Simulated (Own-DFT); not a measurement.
# Computed records: SiGe3 (layered order of Si and Ge on the diamond lattice, atoms displaced)

Computed with Own-DFT development build. A calculation, not a measurement: plane-wave density functional theory by an unreviewed code, no spin, of a simulated periodic cell, stress positive in tension, run twice, with PBE and with PBEsol, both on files made for PBE, so the change isn't that of files made for PBEsol, forces on such cells moved up to 12 meV/angstrom on a denser k mesh; the far tail of each file's local potential was reset to the Coulomb form; each entry is a single point on an unrelaxed cell, so the pressure reflects the starting lattice, mostly measured values (interpolated for alloys), from which strain is counted, and rises with the displacements; printed positions are rounded, which can move forces by about a meV/angstrom; the program, named Own-DFT, is a retired in-house code; no spin-orbit coupling; stress was not checked against mesh or cutoff.

```json
{"formula": "SiGe3", "kind": "layered order of Si and Ge on the diamond lattice, atoms displaced", "structure": {"cell_angstrom": [[11.2025, 0.0, 0.0], [0.0, 11.2025, 0.0], [0.0, 0.0, 11.2025]], "atoms_fractional": [["Ge", 0.99933, 0.00231, 0.99791], ["Ge", 0.00303, 0.24862, 0.25567], ["Ge", 0.24962, 0.00043, 0.2531], ["Ge", 0.24948, 0.24869, 0.00047], ["Ge", 0.12524, 0.12065, 0.12654], ["Ge", 0.12624, 0.37533, 0.3718], ["Ge", 0.376, 0.12808, 0.37724], ["Ge", 0.37934, 0.37888, 0.12444], ["Ge", 0.99838, 0.00094, 0.49792], ["Si", 0.00632, 0.25077, 0.75028], ["Si", 0.24933, 0.00178, 0.74823], ["Ge", 0.25083, 0.25051, 0.50087], ["Ge", 0.12363, 0.12356, 0.62706], ["Si", 0.1227, 0.37815, 0.86961], ["Si", 0.37784, 0.12598, 0.87404], ["Ge", 0.37754, 0.37454, 0.62584], ["Ge", 0.99824, 0.50731, 0.99753], ["Ge", 0.00279, 0.75298, 0.24836], ["Ge", 0.24406, 0.50191, 0.25107], ["Ge", 0.24578, 0.7489, 0.99763], ["Ge", 0.11925, 0.62167, 0.12322], ["Ge", 0.12557, 0.87537, 0.36939], ["Ge", 0.37356, 0.62304, 0.37315], ["Ge", 0.3736, 0.8757, 0.12629], ["Ge", 0.99959, 0.50349, 0.50243], ["Si", 0.99953, 0.74458, 0.75215], ["Si", 0.24731, 0.50179, 0.75204], ["Ge", 0.24885, 0.7474, 0.50247], ["Ge", 0.12561, 0.62458, 0.62383], ["Si", 0.12248, 0.87425, 0.87161], ["Si", 0.37399, 0.62701, 0.87821], ["Ge", 0.37318, 0.87891, 0.62752], ["Ge", 0.50076, 0.00683, 0.00215], ["Ge", 0.501, 0.25137, 0.24856], ["Ge", 0.75145, 0.00062, 0.25152], ["Ge", 0.74497, 0.24952, 0.00262], ["Ge", 0.62452, 0.12977, 0.12258], ["Ge", 0.62599, 0.37757, 0.37544], ["Ge", 0.87325, 0.12648, 0.37522], ["Ge", 0.87189, 0.37567, 0.12378], ["Ge", 0.50065, 0.99715, 0.50141], ["Si", 0.49711, 0.25005, 0.75012], ["Si", 0.75222, 0.99954, 0.74868], ["Ge", 0.74768, 0.24583, 0.49645], ["Ge", 0.62734, 0.12603, 0.62776], ["Si", 0.62179, 0.37524, 0.87505], ["Si", 0.87284, 0.12452, 0.87181], ["Ge", 0.87645, 0.37465, 0.62698], ["Ge", 0.49509, 0.49917, 0.00085], ["Ge", 0.50018, 0.7545, 0.25571], ["Ge", 0.75313, 0.50108, 0.24856], ["Ge", 0.74773, 0.74249, 0.9979], ["Ge", 0.62525, 0.62332, 0.12244], ["Ge", 0.61942, 0.87414, 0.37655], ["Ge", 0.87533, 0.62508, 0.37185], ["Ge", 0.8774, 0.87555, 0.12276], ["Ge", 0.49921, 0.5019, 0.49882], ["Si", 0.49495, 0.75027, 0.74653], ["Si", 0.75062, 0.49881, 0.75162], ["Ge", 0.74699, 0.75114, 0.50244], ["Ge", 0.62622, 0.62413, 0.62216], ["Si", 0.62434, 0.87219, 0.87376], ["Si", 0.87406, 0.62562, 0.86917], ["Ge", 0.87897, 0.8817, 0.62424]]}, "settings": {"functional": "PBE, then PBEsol", "potential_files": "PseudoDojo norm-conserving, scalar-relativistic, standard set", "wave_cutoff [hartree]": 42.0, "occupations": "Fermi-Dirac", "smearing_width [eV]": 0.1, "k_mesh": "3 x 3 x 3 centred on Gamma"}, "results": {"PBE_pressure [GPa]": 3.39, "PBE_stress_xx [GPa]": -3.38, "PBE_stress_yy [GPa]": -3.38, "PBE_stress_zz [GPa]": -3.42, "PBE_stress_yz [GPa]": 0.17, "PBE_stress_xz [GPa]": 0.09, "PBE_stress_xy [GPa]": -0.6, "PBEsol_pressure [GPa]": 0.69, "PBEsol_stress_xx [GPa]": -0.68, "PBEsol_stress_yy [GPa]": -0.68, "PBEsol_stress_zz [GPa]": -0.71, "PBEsol_stress_yz [GPa]": 0.16, "PBEsol_stress_xz [GPa]": 0.09, "PBEsol_stress_xy [GPa]": -0.58, "force_element": ["Ge", "Ge", "Ge", "Ge", "Ge", "Ge", "Ge", "Ge", "Ge", "Si", "Si", "Ge", "Ge", "Si", "Si", "Ge", "Ge", "Ge", "Ge", "Ge", "Ge", "Ge", "Ge", "Ge", "Ge", "Si", "Si", "Ge", "Ge", "Si", "Si", "Ge", "Ge", "Ge", "Ge", "Ge", "Ge", "Ge", "Ge", "Ge", "Ge", "Si", "Si", "Ge", "Ge", "Si", "Si", "Ge", "Ge", "Ge", "Ge", "Ge", "Ge", "Ge", "Ge", "Ge", "Ge", "Si", "Si", "Ge", "Ge", "Si", "Si", "Ge"], "PBE_force_x [eV/angstrom]": [-0.042, -0.499, 0.536, 0.027, -0.063, -0.204, 0.139, -1.239, 0.54, -0.93, 0.024, -0.24, 0.219, 0.299, -0.589, -0.458, -0.522, -0.516, 0.72, 0.128, 0.656, 0.073, -0.123, 0.016, -0.073, 0.053, 0.596, 0.251, -0.107, 0.115, -0.134, -0.218, -0.086, -0.025, -0.48, 0.718, 0.095, -0.018, 0.251, 0.819, -0.142, 0.51, -0.301, 0.169, -0.405, 0.05, 0.19, -0.188, 0.729, -0.318, -0.482, 0.454, -0.542, 1.119, 0.062, -0.563, 0.04, 0.495, -0.292, 0.723, -0.298, -0.137, -0.24, -0.343], "PBE_force_y [eV/angstrom]": [-0.168, 0.099, 0.216, 0.447, 0.475, 0.107, -0.331, -0.577, 0.098, -0.092, -0.081, 0.127, 0.155, -0.118, -0.035, 0.377, -1.19, -0.393, -0.176, 0.276, 0.738, -0.138, 0.365, 0.001, -0.537, 0.827, -0.076, 0.663, 0.001, 0.122, -0.109, -0.433, -1.003, 0.185, -0.22, 0.406, -0.7, -0.098, -0.222, -0.267, 0.746, 0.008, -0.115, 0.826, -0.249, 0.012, 0.469, -0.361, 0.493, -0.885, -0.08, 0.944, 0.051, 0.425, 0.575, -0.237, -0.3, -0.184, -0.111, 0.271, -0.023, 0.289, -0.151, -1.131], "PBE_force_z [eV/angstrom]": [-0.687, -1.049, -0.223, -0.582, -0.059, 1.086, -0.136, 0.498, -0.301, 0.438, 0.98, 0.158, -0.074, 0.547, -0.383, 0.497, -0.878, -0.123, -0.669, -0.035, 0.228, 1.109, 0.188, -0.28, -0.518, -0.281, 0.167, -0.428, 0.943, -0.278, -0.927, 0.053, -0.833, 0.318, -0.399, -1.386, 0.927, -0.194, -0.05, -0.021, 0.232, 0.434, 0.716, 0.637, 0.344, -0.39, -0.128, 0.136, -1.007, -1.145, 0.046, -0.572, 0.701, 0.166, 0.458, -0.158, 0.067, 0.806, 0.176, -0.373, 1.11, -0.356, 0.04, 0.715], "PBEsol_force_x [eV/angstrom]": [-0.04, -0.482, 0.511, 0.028, -0.059, -0.197, 0.129, -1.193, 0.514, -0.919, 0.024, -0.225, 0.213, 0.292, -0.58, -0.449, -0.496, -0.5, 0.697, 0.121, 0.632, 0.069, -0.12, 0.014, -0.069, 0.065, 0.59, 0.24, -0.105, 0.115, -0.133, -0.204, -0.073, -0.02, -0.461, 0.688, 0.087, -0.019, 0.244, 0.78, -0.139, 0.502, -0.3, 0.164, -0.39, 0.047, 0.192, -0.175, 0.706, -0.312, -0.466, 0.432, -0.513, 1.076, 0.062, -0.534, 0.044, 0.483, -0.288, 0.69, -0.291, -0.131, -0.241, -0.326], "PBEsol_force_y [eV/angstrom]": [-0.168, 0.093, 0.203, 0.432, 0.458, 0.103, -0.322, -0.56, 0.095, -0.105, -0.078, 0.123, 0.15, -0.108, -0.042, 0.368, -1.148, -0.382, -0.173, 0.264, 0.719, -0.131, 0.357, 0.007, -0.518, 0.812, -0.064, 0.637, 0.001, 0.123, -0.107, -0.422, -0.967, 0.183, -0.206, 0.389, -0.669, -0.1, -0.216, -0.25, 0.718, 0.014, -0.121, 0.796, -0.24, 0.011, 0.466, -0.344, 0.469, -0.852, -0.08, 0.909, 0.047, 0.407, 0.552, -0.228, -0.293, -0.176, -0.116, 0.258, -0.015, 0.281, -0.151, -1.092], "PBEsol_force_z [eV/angstrom]": [-0.586, -1.009, -0.219, -0.498, -0.048, 1.046, -0.133, 0.481, -0.289, 0.347, 0.883, 0.143, -0.15, 0.622, -0.291, 0.405, -0.774, -0.121, -0.642, 0.038, 0.225, 1.064, 0.187, -0.255, -0.505, -0.359, 0.083, -0.419, 0.835, -0.196, -0.828, -0.029, -0.734, 0.305, -0.384, -1.263, 0.896, -0.192, -0.047, -0.009, 0.217, 0.34, 0.619, 0.611, 0.254, -0.301, -0.051, 0.062, -0.892, -1.102, 0.044, -0.482, 0.678, 0.166, 0.44, -0.141, 0.059, 0.709, 0.092, -0.369, 0.997, -0.276, 0.13, 0.617], "rms_change_of_force_components_from_PBE_to_PBEsol [eV/angstrom]": 0.041}}
```
